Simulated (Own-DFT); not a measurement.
# Computed records: Hf$_{36}$O$_{71}$ (tetragonal hafnia with one neutral oxygen vacancy, atoms displaced)

All values are calculated (Own-DFT development build). A calculation, not a measurement: plane-wave PBE and HSE06 DFT by an unreviewed code, no spin, of a simulated cell at Gamma alone, so results move with cell size and shape, stress positive in tension, energies less offsets, not probed for a lower state with spin; hafnium file: forces about 75 meV/angstrom off all-electron values; oxygen file: force components 24 meV/angstrom off all-electron in a glass; k mesh not checked against a denser one; forces and stress are PBE's, HSE06 gives the energy alone, and its difference from PBE has offsets of its own; offsets are fitted by least squares, one for each functional and potential file, so energies compare only between cells with the same atoms and settings and are not formation energies; the far tail of each file's local potential was reset to the Coulomb form; each entry is a single point on an unrelaxed cell, so the pressure reflects the starting lattice, taken from the Materials Project, from which strain is counted, and rises with the displacements; printed positions are rounded, which can move forces by about a meV/angstrom; the program is a retired in-house code; no spin-orbit coupling.

Common to all runs: first functional PBE; second functional HSE06; exact exchange share 0.25; screening 0.11 1/bohr; exchange divergence Gygi-Baldereschi; potential files PseudoDojo norm-conserving, scalar-relativistic, made for PBE, standard set; wave cutoff 48 hartree; occupations fixed; k mesh 1 x 1 x 1 centred on Gamma.

(1) 
```cif
# cell vector a (Å): 10.7800 0.0000 0.0000
# cell vector b (Å): 0.0000 10.7800 0.0000
# cell vector c (Å): 0.0000 0.0000 10.4493
data_Hf36O71
_symmetry_space_group_name_H-M 'P 1'
_symmetry_Int_Tables_number 1
_cell_length_a 10.7800
_cell_length_b 10.7800
_cell_length_c 10.4493
_cell_angle_alpha 90.000
_cell_angle_beta 90.000
_cell_angle_gamma 90.000
_cell_volume 1214.30
loop_
_atom_site_label
_atom_site_type_symbol
_atom_site_fract_x
_atom_site_fract_y
_atom_site_fract_z
_atom_site_occupancy
Hf1 Hf 0.00700 0.99224 0.98674 1
Hf2 Hf 0.16548 0.16354 0.23855 1
O1 O 0.00607 0.16242 0.15475 1
O2 O 0.15975 0.98852 0.34320 1
O3 O 0.00255 0.16798 0.39778 1
O4 O 0.16646 0.98726 0.09184 1
Hf3 Hf 0.00158 0.99811 0.47860 1
Hf4 Hf 0.16866 0.17257 0.76262 1
O5 O 0.99501 0.17122 0.64123 1
O6 O 0.16554 0.00763 0.84384 1
O7 O 0.00322 0.17073 0.90209 1
O8 O 0.17043 0.01376 0.59653 1
Hf5 Hf 0.00095 0.32541 0.98924 1
Hf6 Hf 0.15983 0.49864 0.24178 1
O9 O 0.00314 0.51128 0.16202 1
O10 O 0.15868 0.32598 0.35807 1
O11 O 0.00261 0.50109 0.39477 1
O12 O 0.18041 0.33112 0.09544 1
Hf7 Hf 0.01456 0.34063 0.50740 1
Hf8 Hf 0.15033 0.50818 0.74731 1
O13 O 0.01195 0.48895 0.65662 1
O14 O 0.16450 0.33599 0.85219 1
O15 O 0.99356 0.48912 0.89953 1
O16 O 0.17038 0.32968 0.61620 1
Hf9 Hf 0.00335 0.68281 0.03038 1
Hf10 Hf 0.15870 0.83243 0.26126 1
O17 O 0.99742 0.83596 0.14158 1
O18 O 0.15391 0.66301 0.33330 1
O19 O 0.00205 0.82661 0.40862 1
O20 O 0.14861 0.66499 0.09681 1
Hf11 Hf 0.99965 0.67406 0.49769 1
Hf12 Hf 0.17167 0.83433 0.74854 1
O21 O 0.00087 0.83845 0.65414 1
O22 O 0.16483 0.66839 0.84125 1
O23 O 0.01523 0.84107 0.90261 1
O24 O 0.18591 0.65990 0.59776 1
Hf13 Hf 0.33469 0.00278 0.00216 1
Hf14 Hf 0.49590 0.17147 0.26090 1
O25 O 0.33417 0.14198 0.16069 1
O26 O 0.49501 0.99743 0.35000 1
O27 O 0.33646 0.16186 0.39715 1
O28 O 0.49689 0.00726 0.10733 1
Hf15 Hf 0.32754 0.98992 0.51263 1
Hf16 Hf 0.50100 0.16798 0.75128 1
O29 O 0.35538 0.15750 0.64739 1
O30 O 0.50170 0.01363 0.85104 1
O31 O 0.33416 0.16247 0.90299 1
O32 O 0.50399 0.99673 0.59449 1
Hf17 Hf 0.34661 0.33928 0.99959 1
Hf18 Hf 0.50878 0.48936 0.25215 1
O33 O 0.33371 0.49377 0.15919 1
O34 O 0.49271 0.33633 0.35147 1
O35 O 0.33646 0.50118 0.40419 1
O36 O 0.50314 0.33050 0.09530 1
Hf19 Hf 0.33481 0.32510 0.49985 1
Hf20 Hf 0.50917 0.48777 0.75401 1
O37 O 0.34254 0.49181 0.65150 1
O38 O 0.50227 0.32709 0.84363 1
O39 O 0.32998 0.48879 0.90882 1
O40 O 0.50246 0.32725 0.60196 1
Hf21 Hf 0.33980 0.67109 0.99449 1
Hf22 Hf 0.49554 0.82631 0.25226 1
O41 O 0.32332 0.84034 0.16145 1
O42 O 0.49156 0.66365 0.34638 1
O43 O 0.33169 0.83278 0.40142 1
O44 O 0.49456 0.67193 0.12390 1
Hf23 Hf 0.33889 0.66909 0.50107 1
Hf24 Hf 0.50569 0.82555 0.76311 1
O45 O 0.33952 0.82200 0.65941 1
O46 O 0.50356 0.66532 0.84328 1
O47 O 0.33591 0.83064 0.90145 1
O48 O 0.50326 0.67880 0.60943 1
Hf25 Hf 0.65582 0.00095 0.00501 1
Hf26 Hf 0.84022 0.16323 0.24952 1
O49 O 0.83346 0.00886 0.34301 1
O50 O 0.67294 0.15818 0.39987 1
O51 O 0.82627 0.99307 0.09394 1
Hf27 Hf 0.65824 0.00525 0.49035 1
Hf28 Hf 0.83453 0.17652 0.75754 1
O52 O 0.68164 0.15822 0.66699 1
O53 O 0.82052 0.00267 0.84876 1
O54 O 0.66941 0.15186 0.89184 1
O55 O 0.83609 0.00249 0.59676 1
Hf29 Hf 0.67878 0.33749 0.99513 1
Hf30 Hf 0.83822 0.49250 0.25138 1
O56 O 0.65579 0.49916 0.15438 1
O57 O 0.83432 0.33032 0.36269 1
O58 O 0.66589 0.49915 0.40163 1
O59 O 0.82510 0.34269 0.10900 1
Hf31 Hf 0.67577 0.32990 0.49646 1
Hf32 Hf 0.82956 0.50356 0.75807 1
O60 O 0.66002 0.48277 0.64874 1
O61 O 0.82876 0.33278 0.84070 1
O62 O 0.65925 0.50479 0.90024 1
O63 O 0.84012 0.32518 0.59682 1
Hf33 Hf 0.66946 0.66374 0.99936 1
Hf34 Hf 0.83822 0.83427 0.24539 1
O64 O 0.66589 0.82364 0.15528 1
O65 O 0.83747 0.67481 0.35328 1
O66 O 0.67224 0.83359 0.39139 1
O67 O 0.83606 0.67309 0.10593 1
Hf35 Hf 0.67970 0.67633 0.50250 1
Hf36 Hf 0.83021 0.82931 0.75756 1
O68 O 0.66637 0.83532 0.65042 1
O69 O 0.83418 0.65675 0.85296 1
O70 O 0.66375 0.81940 0.91413 1
O71 O 0.82793 0.67263 0.61433 1
_calc_PBE_energy_of_cell_above_offsets '-86.561'  # eV
_calc_HSE06_less_PBE_above_offsets '0.567'  # eV
_calc_PBE_pressure 5.68  # GPa
_calc_PBE_stress_xx -4.68  # GPa
_calc_PBE_stress_yy -7.65  # GPa
_calc_PBE_stress_zz -4.71  # GPa
_calc_PBE_stress_yz 0.55  # GPa
_calc_PBE_stress_xz -1.21  # GPa
_calc_PBE_stress_xy -0.01  # GPa
```

Force:
```csv
element,x (eV/Å),y (eV/Å),z (eV/Å)
Hf,-1.323,2.631,2.055
Hf,1.463,0.689,2.52
O,-1.855,0.492,-1.812
O,-0.335,2.617,1.033
O,-0.008,-0.417,-0.378
O,-0.82,0.85,-0.166
Hf,-1.589,3.449,4.558
Hf,0.013,0.925,-3.27
O,1.589,-0.011,1.914
O,0.04,-1.73,0.603
O,-0.292,-1.625,-0.87
O,-1.386,-1.041,0.202
Hf,2.084,2.269,1.676
Hf,3.844,-1.614,2.651
O,-2.777,-0.792,-2.285
O,0.663,0.784,-1.149
O,-0.787,0.543,1.515
O,-2.289,-0.641,0.598
Hf,-0.815,-2.673,-0.235
Hf,7.234,-1.376,2.763
O,-6.303,0.834,-3.308
O,-0.571,0.001,0.496
O,-0.126,1.004,0.355
O,0.987,-0.315,-1.351
Hf,-5.243,-1.173,-6.912
Hf,2.414,-0.961,-2.886
O,0.43,0.798,1.631
O,0.06,0.366,1.766
O,-0.158,1.2,-2.189
O,8.88,-0.713,2.237
Hf,0.578,-2.551,0.942
Hf,-0.708,0.094,-0.135
O,0.638,-1.295,0.056
O,0.214,0.566,1.084
O,-0.792,-3.114,-1.231
O,-4.334,0.414,-0.052
Hf,0.487,0.112,0.908
Hf,-0.065,-2.413,-0.866
O,-0.336,1.05,-0.82
O,0.849,0.412,-0.092
O,-0.481,-0.141,0.817
O,0.869,-0.674,-0.946
Hf,3.12,1.638,-1.312
Hf,2.344,-0.602,-1.296
O,-3.996,0.312,-0.184
O,-0.355,-3.951,0.998
O,-0.554,1.391,0.074
O,-0.546,-0.308,0.376
Hf,-1.616,-1.61,0.476
Hf,-3.605,2.834,1.402
O,0.164,0.304,-0.842
O,0.653,-1.674,0.587
O,-0.934,-0.6,0.615
O,1.395,-0.585,0.634
Hf,0.237,1.682,0.945
Hf,-2.995,0.861,-2.657
O,-0.259,0.272,1.133
O,0.238,0.774,2.073
O,0.785,3.727,-0.646
O,0.741,-0.404,-1.162
Hf,-0.059,-1.729,1.725
Hf,0.248,0.388,0.432
O,0.453,-0.98,-0.944
O,0.7,0.017,1.366
O,-0.885,-0.323,0.591
O,-0.415,-0.361,-4.501
Hf,3.183,-2.097,-0.311
Hf,0.146,2.144,-2.96
O,-0.889,1.714,-0.227
O,-0.965,-1.847,2.794
O,0.104,0.676,0.333
O,1.033,-0.527,-1.498
Hf,1.101,0.37,-0.189
Hf,-0.896,1.121,0.094
O,1.233,-2.624,0.058
O,-0.854,2.942,-1.046
O,1.163,0.553,0.312
Hf,1.215,-2.564,2.595
Hf,1.068,-4.596,-3.596
O,-3.035,0.721,-2.412
O,1.686,-2.053,-0.083
O,0.249,3.481,3.019
O,0.228,-1.269,-1.707
Hf,-2.346,-2.458,0.539
Hf,-1.23,0.247,1.693
O,3.836,0.268,-1.928
O,-0.137,0.441,-2.193
O,0.64,0.477,0.139
O,2.104,-0.291,-0.792
Hf,0.075,0.42,1.671
Hf,0.413,-1.06,-1.989
O,2.449,0.869,0.436
O,-0.597,2.424,3.269
O,0.862,-1.208,-0.243
O,-0.75,1.45,0.118
Hf,-0.527,0.163,3.299
Hf,-3.764,0.722,-0.168
O,0.29,0.407,-0.096
O,0.356,-1.492,0.531
O,-0.023,0.032,1.239
O,-1.577,-0.87,0.539
Hf,-3.178,0.114,-0.749
Hf,-0.07,2.612,-1.563
O,0.849,-0.437,1.231
O,-0.2,2.028,1.066
O,-0.044,2.348,-1.851
O,1.987,-1.256,-0.69
```

(2) 
```cif
# cell vector a (Å): 10.7800 0.0000 0.0000
# cell vector b (Å): 0.0000 10.7800 0.0000
# cell vector c (Å): 0.0000 0.0000 10.4493
data_Hf36O71
_symmetry_space_group_name_H-M 'P 1'
_symmetry_Int_Tables_number 1
_cell_length_a 10.7800
_cell_length_b 10.7800
_cell_length_c 10.4493
_cell_angle_alpha 90.000
_cell_angle_beta 90.000
_cell_angle_gamma 90.000
_cell_volume 1214.30
loop_
_atom_site_label
_atom_site_type_symbol
_atom_site_fract_x
_atom_site_fract_y
_atom_site_fract_z
_atom_site_occupancy
Hf1 Hf 0.98863 0.99946 0.00357 1
Hf2 Hf 0.16831 0.16160 0.23850 1
O1 O 0.16506 0.98748 0.34402 1
O2 O 0.00197 0.16907 0.41366 1
O3 O 0.16167 0.00208 0.09749 1
Hf3 Hf 0.98815 0.00294 0.49874 1
Hf4 Hf 0.16985 0.17977 0.75840 1
O4 O 0.99708 0.16130 0.64723 1
O5 O 0.17297 0.00306 0.83764 1
O6 O 0.00201 0.16269 0.90954 1
O7 O 0.16858 0.00016 0.59781 1
Hf5 Hf 0.99880 0.33346 0.00442 1
Hf6 Hf 0.15617 0.50013 0.24956 1
O8 O 0.00117 0.49379 0.15770 1
O9 O 0.16434 0.33024 0.34889 1
O10 O 0.00077 0.50424 0.40382 1
O11 O 0.15571 0.33327 0.09334 1
Hf7 Hf 0.00132 0.32807 0.49165 1
Hf8 Hf 0.16863 0.50489 0.75119 1
O12 O 0.99857 0.50532 0.64935 1
O13 O 0.16274 0.33937 0.84939 1
O14 O 0.00366 0.50723 0.90632 1
O15 O 0.17108 0.33457 0.59117 1
Hf9 Hf 0.99624 0.66613 0.00264 1
Hf10 Hf 0.16365 0.83714 0.24849 1
O16 O 0.00531 0.82937 0.15527 1
O17 O 0.16860 0.66479 0.34608 1
O18 O 0.00122 0.83509 0.40656 1
O19 O 0.15717 0.66755 0.10023 1
Hf11 Hf 0.00443 0.66333 0.50439 1
Hf12 Hf 0.16177 0.83568 0.74706 1
O20 O 0.00083 0.82982 0.64701 1
O21 O 0.16520 0.67012 0.84776 1
O22 O 0.00128 0.83134 0.89880 1
O23 O 0.16238 0.66549 0.60052 1
Hf13 Hf 0.33972 0.99878 0.00436 1
Hf14 Hf 0.49770 0.16681 0.24765 1
O24 O 0.33010 0.15871 0.15477 1
O25 O 0.50640 0.99442 0.35053 1
O26 O 0.34266 0.16551 0.40492 1
O27 O 0.49636 0.00375 0.10604 1
Hf15 Hf 0.33015 0.99638 0.49673 1
Hf16 Hf 0.49632 0.17141 0.74872 1
O28 O 0.33657 0.16777 0.64709 1
O29 O 0.49603 0.00434 0.84740 1
O30 O 0.33374 0.15930 0.90839 1
O31 O 0.49857 0.99792 0.58843 1
Hf17 Hf 0.34362 0.33259 0.99892 1
Hf18 Hf 0.49715 0.49844 0.25115 1
O32 O 0.32772 0.49448 0.14600 1
O33 O 0.50134 0.34168 0.35348 1
O34 O 0.33497 0.49327 0.41004 1
O35 O 0.50634 0.32837 0.08724 1
Hf19 Hf 0.33651 0.33117 0.49644 1
Hf20 Hf 0.50317 0.49609 0.75058 1
O36 O 0.32587 0.50154 0.65209 1
O37 O 0.48943 0.32720 0.85230 1
O38 O 0.32632 0.49930 0.90408 1
O39 O 0.50207 0.33065 0.59791 1
Hf21 Hf 0.32327 0.67111 0.00026 1
Hf22 Hf 0.49622 0.83283 0.24955 1
O40 O 0.31920 0.82378 0.14600 1
O41 O 0.48631 0.66838 0.34803 1
O42 O 0.32826 0.83501 0.40202 1
O43 O 0.49921 0.66447 0.10777 1
Hf23 Hf 0.33472 0.66367 0.49870 1
Hf24 Hf 0.50399 0.82965 0.74915 1
O44 O 0.33474 0.83132 0.64985 1
O45 O 0.50177 0.66336 0.85064 1
O46 O 0.32833 0.83439 0.90445 1
O47 O 0.50014 0.67015 0.60139 1
Hf25 Hf 0.66019 0.00304 0.99922 1
Hf26 Hf 0.82829 0.16635 0.24880 1
O48 O 0.66704 0.17730 0.15515 1
O49 O 0.83455 0.99859 0.34398 1
O50 O 0.66647 0.15943 0.39823 1
O51 O 0.83432 0.00429 0.09346 1
Hf27 Hf 0.66058 0.00718 0.50314 1
Hf28 Hf 0.82487 0.16127 0.74759 1
O52 O 0.65750 0.16266 0.65424 1
O53 O 0.83249 0.00482 0.84553 1
O54 O 0.66689 0.17416 0.90368 1
O55 O 0.83804 0.99802 0.59459 1
Hf29 Hf 0.66037 0.32748 0.99450 1
Hf30 Hf 0.83766 0.50277 0.24659 1
O56 O 0.66133 0.49643 0.14984 1
O57 O 0.82838 0.33141 0.34892 1
O58 O 0.67262 0.50835 0.40685 1
O59 O 0.83421 0.33134 0.10428 1
Hf31 Hf 0.67202 0.33093 0.50929 1
Hf32 Hf 0.83569 0.49724 0.73702 1
O60 O 0.67556 0.50119 0.65112 1
O61 O 0.83514 0.32398 0.84976 1
O62 O 0.66582 0.49979 0.89820 1
O63 O 0.83164 0.33707 0.59581 1
Hf33 Hf 0.66807 0.66565 0.00170 1
Hf34 Hf 0.84091 0.83551 0.25182 1
O64 O 0.66786 0.84625 0.15078 1
O65 O 0.83250 0.67096 0.35787 1
O66 O 0.66471 0.83179 0.39602 1
O67 O 0.83344 0.67076 0.09437 1
Hf35 Hf 0.66226 0.66637 0.50556 1
Hf36 Hf 0.83202 0.83864 0.75153 1
O68 O 0.66484 0.83844 0.65958 1
O69 O 0.82814 0.67001 0.84841 1
O70 O 0.66561 0.83571 0.90398 1
O71 O 0.83110 0.66494 0.59560 1
_calc_PBE_energy_of_cell_above_offsets '-96.489'  # eV
_calc_HSE06_less_PBE_above_offsets '0.083'  # eV
_calc_PBE_pressure 2.67  # GPa
_calc_PBE_stress_xx -3.73  # GPa
_calc_PBE_stress_yy -1.13  # GPa
_calc_PBE_stress_zz -3.14  # GPa
_calc_PBE_stress_yz -1.01  # GPa
_calc_PBE_stress_xz 0.6  # GPa
_calc_PBE_stress_xy 0.11  # GPa
```

Force:
```csv
element,x (eV/Å),y (eV/Å),z (eV/Å)
Hf,3.191,-0.056,-1.314
Hf,-2.189,-0.217,1.563
O,0.344,4.064,0.448
O,-0.297,-1.39,-2.58
O,0.198,0.581,-0.289
Hf,3.723,-1.022,0.03
Hf,-0.767,-2.77,-1.844
O,-0.169,0.932,1.597
O,-0.257,0.176,0.524
O,0.214,0.533,0.259
O,-0.535,-0.179,-1.032
Hf,-1.307,-0.121,-1.459
Hf,2.374,-0.071,1.008
O,-1.567,0.504,-1.135
O,-0.016,-0.179,-1.014
O,-0.168,-1.352,-0.939
O,2.445,-1.171,0.979
Hf,1.037,1.569,1.434
Hf,-0.798,0.437,0.097
O,0.597,-0.498,0.25
O,0.193,-0.228,0.002
O,-0.567,-1.22,-0.11
O,-1.093,-0.309,0.763
Hf,0.756,0.889,-1.525
Hf,0.288,-2.012,0.72
O,-2.071,0.485,-0.923
O,0.085,-0.125,0.308
O,-0.417,-0.505,-0.596
O,0.717,-1.03,-0.383
Hf,-1.245,1.479,-0.54
Hf,0.803,1.122,-0.245
O,-1.128,0.292,0.862
O,0.586,-0.282,0.268
O,-0.563,0.657,0.453
O,1.497,-0.057,-0.079
Hf,-2.576,-0.967,-1.292
Hf,0.351,-0.479,2.025
O,1.237,0.942,-0.587
O,-0.484,1.182,-1.069
O,-0.011,-0.196,-1.237
O,0.836,0.03,-0.315
Hf,-0.909,-0.031,0.978
Hf,-1.794,-1.597,-0.388
O,-0.252,0.427,1.351
O,0.773,-0.513,0.283
O,-0.228,1.871,-0.428
O,-0.188,0.016,1.322
Hf,-2.635,0.981,-0.053
Hf,-0.25,1.693,-0.193
O,0.581,-0.506,1.003
O,0.333,-1.728,-1.105
O,-0.026,1.305,-0.988
O,-2.206,-0.235,2.204
Hf,-0.704,-0.634,0.608
Hf,-0.564,1.214,0.092
O,2.343,0.082,0.407
O,0.347,1.426,-0.485
O,0.673,-0.147,-0.339
O,0.465,0.747,1.033
Hf,0.26,-0.358,0.414
Hf,0.652,-0.657,0.342
O,2.355,0.782,0.178
O,0.199,-0.711,0.404
O,0.566,-0.779,-0.409
O,0.005,0.565,-1.224
Hf,-0.883,0.7,0.019
Hf,-1.884,0.164,0.396
O,0.187,-0.205,0.455
O,-0.102,0.034,-0.374
O,0.805,-0.007,-0.041
O,-0.141,-0.688,0.422
Hf,0.3,-1.25,0.386
Hf,1.053,0.638,0.07
O,-0.81,-0.887,-0.641
O,0.384,0.777,0.207
O,0.003,1.765,0.57
O,-1.868,0.485,0.816
Hf,-0.04,-2.563,-1.381
Hf,2.368,1.439,0.076
O,1.521,0.112,-0.756
O,-0.439,-0.648,0.576
O,-0.356,-2.591,-1.012
O,-3.151,0.177,1.328
Hf,3.509,2.793,0.952
Hf,-2.075,-0.061,1.697
O,1.025,0.337,0.439
O,0.275,0.357,0.033
O,-0.612,-1.427,-0.134
O,-0.14,-0.084,-0.554
Hf,-1.01,1.045,-2.818
Hf,0.961,0.791,2.621
O,-2.85,-0.538,-0.221
O,0.015,1.027,-0.976
O,-0.501,-0.832,0.079
O,0.799,-0.504,0.726
Hf,-1.021,-0.22,-0.389
Hf,-1.202,-1.214,1.085
O,-0.139,-0.264,-0.06
O,0.506,-0.343,-2.22
O,-0.238,0.002,1.28
O,-0.466,-0.545,1.369
Hf,1.746,1.028,-1.581
Hf,1.157,-1.838,-0.278
O,0.707,0.039,-0.748
O,-0.13,-0.335,-0.527
O,-0.242,0.512,0.244
O,-0.062,0.168,0.779
```
